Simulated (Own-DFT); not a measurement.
# What a defect does to the pressure of its cell: zincblende GaP

The numbers are computed, not measured, by runs of the plane-wave DFT program Own-DFT (in-house, retired, unreviewed) at fixed positions, with no spin and no spin-orbit coupling.

All runs used: PBE; PseudoDojo norm-conserving scalar-relativistic files; cutoff 42 hartree; 2 x 3 x 3 k mesh centred on Gamma; Fermi-Dirac smearing of 0.1 eV.

Limits (not all hold for every row): not probed for a lower state with spin; forces on such cells failed a check on a denser k mesh; forces on such cells moved up to 12 meV/angstrom on a denser k mesh; forces on such cells passed a denser k mesh, each cell not checked; stress not checked against mesh or cutoff.

All runs share one cell, with vectors in Å (16.352, 0.000, 0.000); (0.000, 10.901, 0.000); (0.000, 0.000, 10.901) and a volume of 1943.1 Å³. u is the rms random offset of the atoms per axis. The defect's site can differ from row to row.

| cell | formula | u (Å) | P (GPa) |
|---|---|---|---|
| no defect | Ga48P48 | 0.0193 | 2.71 |
| no defect | Ga48P48 | 0.0200 | 2.70 |
| no defect | Ga48P48 | 0.0509 | 3.27 |
| two P vacancies | Ga48P46 | 0.0287 | 2.49 |
| two P vacancies | Ga48P46 | 0.0444 | 2.69 |
| two P vacancies | Ga48P46 | 0.0521 | 2.89 |
| two P on a Ga site each | Ga46P50 | 0.0306 | ? |
| two P on a Ga site each | Ga46P50 | 0.0307 | 3.00 |
| two P on a Ga site each | Ga46P50 | 0.0487 | 3.26 |
| two P on a Ga site each | Ga46P50 | 0.0498 | 3.28 |

## Analysis

P = P0 + c u² + a shift for each defect gives P0 = 2.64 GPa, c = 225 ± 15 GPa/Å² and a scatter of 0.04 GPa. The shifts, and each times the cell's volume:

- two P on a Ga site each: 0.11 ± 0.03 GPa, 1.3 eV (0.6 eV for each of its 2 sites)
- two P vacancies: -0.37 ± 0.03 GPa, -4.4 eV (-2.2 eV for each of its 2 sites)

Positive is outwards. The product with the volume (160.2 GPa Å³ to the eV) is nearly free of the cell's size; divided by the bulk modulus at the cell's pressure it gives the volume that the defect adds. The atoms around the defects weren't relaxed, which would change these numbers.

## Withheld run

Question: what pressure belongs in the blank (two P on a Ga site each, u = 0.0306 Å)?

From the fit: 2.96 ± 0.05 GPa. The run itself gave 2.95 GPa.
